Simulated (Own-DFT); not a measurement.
# Computed records: GaN (wurtzite, strained, atoms displaced)

A calculation, not a measurement: plane-wave PBE density functional theory by an unreviewed code, no spin, of a simulated periodic cell, stress positive in tension, free energy of the whole cell less one offset for each atom, forces on such cells passed a denser k mesh, this cell's mesh not checked; offsets are fitted by least squares, one for each functional and potential file, so energies compare only between cells with the same atoms and settings and are not formation energies; the far tail of each file's local potential was reset to the Coulomb form; each entry is a single point on an unrelaxed cell, so the pressure reflects the starting lattice, mostly measured values (interpolated for alloys), from which strain is counted, and rises with the displacements; printed positions are rounded, which can move forces by about a meV/angstrom; the program, named Own-DFT, is a retired in-house code; no spin-orbit coupling. Program: Own-DFT development build.

Settings shared by all entries: functional PBE; potential files PseudoDojo norm-conserving, scalar-relativistic, standard set with the stringent files for Ga; wave cutoff 96 hartree; occupations Gaussian; smearing width 0.01 eV; k mesh 3 x 4 x 3 centred on Gamma.

(1) GaN (wurtzite, strained, atoms displaced)

```
GaN
1.0
     12.5148     0.2010    -0.0751
     -4.5625     8.1076     0.1619
     -0.0611     0.1673    10.2295
Ga N Ga N Ga N Ga N Ga N Ga N Ga N Ga N Ga N Ga N Ga N Ga N Ga N Ga N Ga N Ga N Ga N Ga N Ga N Ga N Ga N Ga N Ga N Ga N
2 2 2 2 2 2 2 2 2 2 2 2 2 2 2 2 2 2 2 2 2 2 2 2 2 2 2 2 2 2 2 2 2 2 2 2 2 2 2 2 2 2 2 2 2 2 2 2
Direct
  0.08642 0.21103 0.99854
  0.17061 0.10954 0.24861
  0.08687 0.22529 0.18579
  0.17343 0.10937 0.43045
  0.08266 0.21371 0.50052
  0.15848 0.09724 0.74531
  0.08001 0.21280 0.69399
  0.16871 0.10488 0.94052
  0.08779 0.56794 0.00127
  0.17425 0.44692 0.25675
  0.08508 0.55490 0.18746
  0.16067 0.44099 0.43880
  0.07763 0.55120 0.49588
  0.16605 0.44288 0.75035
  0.08972 0.56146 0.69079
  0.17195 0.44851 0.94019
  0.07915 0.88547 0.00029
  0.16704 0.77929 0.24997
  0.09069 0.89290 0.18875
  0.16351 0.77560 0.43876
  0.08864 0.89790 0.50089
  0.16582 0.77339 0.75132
  0.08516 0.88577 0.69092
  0.17480 0.78095 0.94707
  0.33775 0.22904 0.00079
  0.42038 0.11242 0.25546
  0.33735 0.22934 0.17466
  0.42462 0.12066 0.43930
  0.32976 0.22767 0.49572
  0.42117 0.11455 0.74970
  0.33296 0.22493 0.69439
  0.41367 0.10582 0.93051
  0.33179 0.54917 0.99926
  0.41429 0.44354 0.24813
  0.32708 0.55107 0.18648
  0.41388 0.44438 0.43746
  0.34313 0.57157 0.50623
  0.42086 0.45582 0.75669
  0.33202 0.55792 0.69301
  0.41441 0.44367 0.93527
  0.34317 0.89425 0.99876
  0.41977 0.78931 0.25421
  0.32964 0.88184 0.18371
  0.42425 0.77207 0.43741
  0.33331 0.88453 0.49606
  0.41536 0.77035 0.74902
  0.33215 0.87442 0.68535
  0.42288 0.77936 0.93587
  0.58334 0.22360 0.00048
  0.67406 0.11652 0.24865
  0.58630 0.22142 0.18582
  0.66886 0.11468 0.43903
  0.59258 0.22449 0.49978
  0.66398 0.11113 0.74968
  0.58690 0.22339 0.69198
  0.65999 0.09905 0.93155
  0.58454 0.56157 0.98974
  0.66752 0.44198 0.25411
  0.58674 0.56381 0.18200
  0.65721 0.43713 0.44362
  0.58880 0.55960 0.50315
  0.67164 0.44701 0.74985
  0.58270 0.55430 0.68691
  0.66375 0.44247 0.93796
  0.58591 0.88458 0.99469
  0.65941 0.77286 0.25709
  0.57565 0.89299 0.18487
  0.66538 0.77314 0.43986
  0.58482 0.89004 0.50119
  0.66951 0.77647 0.73964
  0.58104 0.88961 0.69082
  0.67189 0.78085 0.93900
  0.82850 0.21322 0.00196
  0.91950 0.11111 0.26162
  0.83932 0.23320 0.19644
  0.91479 0.11264 0.43456
  0.83411 0.22061 0.50322
  0.91315 0.10878 0.75539
  0.83161 0.22786 0.68387
  0.91993 0.11428 0.94307
  0.83099 0.55431 0.00607
  0.91981 0.44845 0.25969
  0.83769 0.55409 0.18285
  0.92306 0.45091 0.43851
  0.83310 0.55172 0.50771
  0.91275 0.43727 0.74783
  0.83812 0.55257 0.68453
  0.91782 0.44989 0.94491
  0.83062 0.88051 0.99949
  0.90987 0.76397 0.25299
  0.83878 0.90607 0.17940
  0.91078 0.77187 0.43128
  0.82372 0.87929 0.49723
  0.91835 0.77458 0.74619
  0.82653 0.88757 0.69954
  0.91765 0.77186 0.94174
```

| Property | Result |
| --- | --- |
| free energy of cell above offsets | -0.384 eV |
| pressure | 16.99 GPa |
| stress xx | -16.62 GPa |
| stress yy | -16.28 GPa |
| stress zz | -18.08 GPa |
| stress yz | 3.62 GPa |
| stress xz | -1.22 GPa |
| stress xy | 4.67 GPa |

Force:
```
element  x (eV/Å)  y (eV/Å)  z (eV/Å)
     Ga    -1.279      1.83     0.587
     Ga    -0.314     0.397    -1.724
      N    -0.241    -0.259     1.048
      N    -1.341     0.378     1.168
     Ga    -0.402     0.863     0.111
     Ga     2.095     1.846     2.029
      N    -1.252     0.886      -1.3
      N     0.441     0.168    -1.143
     Ga     0.368    -2.496     0.316
     Ga    -1.623     -1.03    -1.223
      N    -0.475     0.338     1.102
      N     1.581     0.087     1.282
     Ga      1.78     1.214     1.604
     Ga     0.442    -0.673     0.785
      N    -1.801    -1.449    -0.991
      N     -0.92    -1.097    -0.599
     Ga     1.384     0.026     0.601
     Ga     0.833     -1.28    -0.222
      N     -2.31    -0.433    -0.036
      N     0.729      0.53     0.019
     Ga     -0.37    -1.921    -0.368
     Ga     1.596     0.302     1.172
      N    -1.261    -0.568    -1.255
      N    -0.697     1.191    -1.794
     Ga    -0.055    -1.907    -2.538
     Ga    -0.356    -0.299     -1.49
      N      0.42    -0.587     3.677
      N     -0.37    -1.091     0.454
     Ga     1.791    -0.143     1.901
     Ga     -0.54    -1.106    -1.229
      N    -0.559     0.101    -1.214
      N     0.684     1.753     1.484
     Ga    -0.727     1.395     0.539
     Ga     0.652     0.507    -0.172
      N     1.487     1.874     0.146
      N     0.705     1.242     0.002
     Ga    -1.013    -3.928     0.131
     Ga     0.037    -2.014     -1.71
      N     0.258     -0.73    -1.017
      N     1.307      0.88     0.838
     Ga    -0.608    -1.129    -0.035
     Ga     0.131    -2.153    -1.167
      N    -0.263     1.871      1.18
      N    -1.074     2.704    -0.303
     Ga    -0.293     0.589     0.509
     Ga     0.389     0.866     1.132
      N    -1.464     2.157    -0.332
      N    -0.059    -0.865     0.201
     Ga    -0.239    -1.166    -0.694
     Ga     0.101    -0.824    -0.051
      N    -0.802     0.653     0.553
      N     1.334    -0.827    -0.436
     Ga    -2.043    -1.036     1.311
     Ga      1.36     -0.84    -0.083
      N    -1.163     1.089    -1.161
      N     0.641     2.107     1.367
     Ga    -0.337    -0.803     1.299
     Ga    -0.322     0.318    -0.928
      N    -0.081    -0.995     0.646
      N     2.214     1.732    -1.011
     Ga    -1.963    -1.887    -0.283
     Ga    -0.085     -0.67     0.265
      N     0.204      0.43      0.46
      N     0.736     0.588     -0.35
     Ga    -0.888    -0.382     0.969
     Ga     0.559      1.22    -2.446
      N     2.019     0.455     0.423
      N    -0.673     0.747     0.079
     Ga    -0.205     0.528     0.479
     Ga    -2.109    -0.719     2.157
      N     0.539    -0.083    -0.934
      N    -0.149    -0.445    -1.654
     Ga     0.068     1.332     0.529
     Ga      0.66      0.66    -4.024
      N    -0.215    -1.023    -0.872
      N     0.823    -1.061     3.314
     Ga    -0.218     0.514    -1.018
     Ga     0.148     0.477     0.152
      N     0.339    -1.298     0.902
      N      -0.1    -0.785    -0.778
     Ga     0.095    -0.772    -1.799
     Ga      1.33    -0.061    -2.229
      N    -1.609    -0.156     2.421
      N    -2.202    -1.461     1.086
     Ga    -0.405         0     -2.42
     Ga     2.264     0.936     2.092
      N    -1.854     1.131     1.291
      N     0.287    -1.182    -1.364
     Ga     0.566      1.32      -0.2
     Ga     0.233     2.273    -2.113
      N    -0.327    -2.171     2.327
      N     0.489     0.656     2.505
     Ga     1.645     1.548     0.774
     Ga    -0.218    -0.059     1.122
      N     2.579     0.758    -2.484
      N    -0.468     0.401    -1.346
```

(2) GaN (wurtzite, strained, atoms displaced)

```
GaN
1.0
     12.9496    -0.1950     0.0681
     -4.9827     8.2906    -0.0190
      0.0554     0.0081    10.3280
Ga N Ga N Ga N Ga N Ga N Ga N Ga N Ga N Ga N Ga N Ga N Ga N Ga N Ga N Ga N Ga N Ga N Ga N Ga N Ga N Ga N Ga N Ga N Ga N
2 2 2 2 2 2 2 2 2 2 2 2 2 2 2 2 2 2 2 2 2 2 2 2 2 2 2 2 2 2 2 2 2 2 2 2 2 2 2 2 2 2 2 2 2 2 2 2
Direct
  0.08005 0.22050 0.00182
  0.16690 0.11260 0.24846
  0.08778 0.21607 0.18100
  0.16643 0.11126 0.44031
  0.08877 0.22531 0.49798
  0.16002 0.09973 0.74832
  0.08873 0.22591 0.68982
  0.16074 0.10543 0.93236
  0.08865 0.56247 0.99460
  0.16425 0.44305 0.24652
  0.08678 0.55378 0.19684
  0.16452 0.44638 0.43794
  0.08445 0.55658 0.49643
  0.16870 0.44591 0.75603
  0.08695 0.56143 0.67886
  0.15933 0.44251 0.93827
  0.08274 0.89526 0.00362
  0.16684 0.76965 0.24544
  0.08220 0.88351 0.18512
  0.17383 0.78289 0.43780
  0.08233 0.88414 0.50826
  0.17036 0.79158 0.75013
  0.08897 0.89629 0.68220
  0.16988 0.78352 0.93363
  0.33550 0.22389 0.99990
  0.42109 0.11710 0.25544
  0.33030 0.21206 0.18776
  0.41432 0.11496 0.44694
  0.33042 0.21249 0.49839
  0.41529 0.11199 0.75073
  0.33132 0.22265 0.69213
  0.41586 0.10830 0.93819
  0.31950 0.54458 0.00133
  0.42519 0.44845 0.25397
  0.33344 0.55835 0.18522
  0.41666 0.44017 0.43875
  0.33247 0.55806 0.49868
  0.41317 0.43765 0.75422
  0.33423 0.56087 0.69452
  0.40883 0.44610 0.93547
  0.33704 0.89027 0.98906
  0.42086 0.77015 0.24446
  0.32731 0.87798 0.18689
  0.41421 0.77134 0.43564
  0.33283 0.88960 0.51221
  0.41950 0.77727 0.76176
  0.33711 0.89150 0.68878
  0.41463 0.78034 0.94689
  0.58086 0.22715 0.99791
  0.66872 0.10796 0.24798
  0.58424 0.21629 0.18781
  0.66266 0.11303 0.43614
  0.58091 0.22939 0.50172
  0.66451 0.11732 0.76059
  0.57612 0.22781 0.67613
  0.67146 0.11831 0.93867
  0.59212 0.56221 0.99658
  0.66700 0.44200 0.24451
  0.57254 0.55413 0.18695
  0.66534 0.44877 0.43711
  0.58294 0.54600 0.49691
  0.66781 0.44621 0.73888
  0.57564 0.54542 0.67824
  0.66822 0.43771 0.93210
  0.57924 0.88662 0.00174
  0.67405 0.78128 0.24957
  0.57647 0.88565 0.18634
  0.66411 0.77135 0.44039
  0.59247 0.90001 0.49704
  0.65806 0.76685 0.75377
  0.57539 0.88271 0.68857
  0.67141 0.78838 0.93813
  0.84040 0.22068 0.98899
  0.91133 0.10098 0.25313
  0.83594 0.22547 0.19728
  0.91333 0.10451 0.44834
  0.82546 0.22231 0.50640
  0.91232 0.10515 0.75492
  0.83563 0.22132 0.68696
  0.91133 0.10232 0.94118
  0.83352 0.55204 0.99566
  0.91518 0.43852 0.24617
  0.83778 0.54969 0.18506
  0.91663 0.44722 0.44757
  0.82852 0.55914 0.49902
  0.91559 0.44828 0.74157
  0.83787 0.55646 0.68867
  0.92049 0.44228 0.94197
  0.82554 0.88556 0.00371
  0.91364 0.77701 0.25271
  0.82992 0.88511 0.19547
  0.91646 0.77633 0.44027
  0.83370 0.88807 0.49514
  0.92188 0.78129 0.75471
  0.82723 0.88015 0.69458
  0.90633 0.77556 0.94051
```

| Property | Result |
| --- | --- |
| free energy of cell above offsets | -4.078 eV |
| pressure | 6.66 GPa |
| stress xx | -2.12 GPa |
| stress yy | -8.94 GPa |
| stress zz | -8.91 GPa |
| stress yz | 0.38 GPa |
| stress xz | 1.42 GPa |
| stress xy | -4.4 GPa |

Force:
```
element  x (eV/Å)  y (eV/Å)  z (eV/Å)
     Ga     0.461    -0.646     -1.29
     Ga     0.447     -0.96     0.541
      N    -1.458     0.203     1.617
      N    -0.333    -0.537    -0.508
     Ga    -0.777    -0.239     0.709
     Ga    -0.075     3.158     0.163
      N    -0.753    -0.895     0.217
      N     0.177     1.121     0.928
     Ga    -0.754    -0.087     1.042
     Ga     0.883    -0.174     0.725
      N     -0.92    -1.134    -1.897
      N      0.52    -0.432    -0.504
     Ga    -0.001      0.29    -0.257
     Ga    -0.706     0.222    -1.886
      N    -0.019     0.026     2.213
      N     0.089    -0.284     0.547
     Ga     0.116    -1.215    -0.471
     Ga    -0.582     1.676     1.135
      N     -0.38     0.008     1.118
      N    -1.326    -0.073     0.131
     Ga     0.534     0.046    -3.399
     Ga      0.53     -1.64    -0.835
      N    -0.475     -2.12     1.975
      N     -0.85     0.076     0.521
     Ga    -0.585    -0.475    -0.143
     Ga    -0.675    -2.053    -0.424
      N      0.68     1.288     0.069
      N     1.127    -0.674    -1.196
     Ga    -0.923     1.366     0.909
     Ga    -0.586     0.453    -0.463
      N      0.22    -1.215    -0.471
      N    -0.189     1.299    -0.375
     Ga     1.476     1.009     0.119
     Ga    -3.728    -2.021     0.238
      N     0.492    -2.106     0.224
      N    -0.615     0.052     0.189
     Ga     0.555    -0.604     0.704
     Ga    -0.836     0.741    -1.288
      N     0.515    -0.794    -0.444
      N     1.339     0.211     1.198
     Ga    -1.089    -0.207     2.553
     Ga    -3.058     0.675     1.485
      N     1.533     1.548     -0.58
      N     0.314     1.754     0.171
     Ga     1.015    -0.534    -2.737
     Ga    -1.052    -0.176    -1.256
      N     0.116    -0.139     2.012
      N     0.721    -1.039    -0.756
     Ga     0.865    -1.349     0.651
     Ga    -0.705     0.198     0.024
      N    -0.143     0.618     -0.11
      N    -0.134     0.853     0.114
     Ga     0.548    -1.036    -2.056
     Ga     0.176    -0.665    -2.652
      N     1.721    -0.499     3.083
      N    -0.739    -0.496     1.301
     Ga    -1.296    -0.951    -0.012
     Ga    -0.052     0.224     0.198
      N     4.377     1.482    -1.387
      N     0.861    -0.484    -0.992
     Ga    -1.743     1.032    -0.237
     Ga    -0.544     0.321     0.673
      N     0.784     0.606     2.127
      N    -1.042     1.549    -0.146
     Ga     0.395     0.583    -0.237
     Ga    -3.157    -1.359     1.052
      N     3.027      0.94    -0.048
      N     0.058     0.786    -0.568
     Ga    -1.203    -2.332     0.576
     Ga    -0.011     0.673    -1.599
      N     1.622     1.352     0.331
      N     -1.67    -1.474     0.319
     Ga    -1.183     0.327      1.77
     Ga     0.332     2.181     0.768
      N     0.836    -2.202    -1.764
      N     -0.19     1.614    -1.346
     Ga     1.213     0.115    -1.268
     Ga     0.635     0.273     -1.49
      N    -0.819     -0.33     1.605
      N     0.697     0.662     0.096
     Ga     0.642     -0.14     0.237
     Ga     0.356     1.473     1.597
      N    -1.369     0.596     0.231
      N    -0.917    -0.155    -1.261
     Ga      1.59    -0.672     0.039
     Ga     1.722    -0.189     0.605
      N    -1.034     0.508    -0.135
      N    -0.599      0.88    -1.099
     Ga     1.713     0.234     0.162
     Ga     1.368     -0.42    -0.456
      N     1.547     0.037     -1.52
      N    -0.163     0.643    -0.196
     Ga     -0.15    -1.017     1.726
     Ga    -1.225    -0.089    -0.569
      N     0.697      0.08    -0.691
      N     1.195     0.271     0.288
```
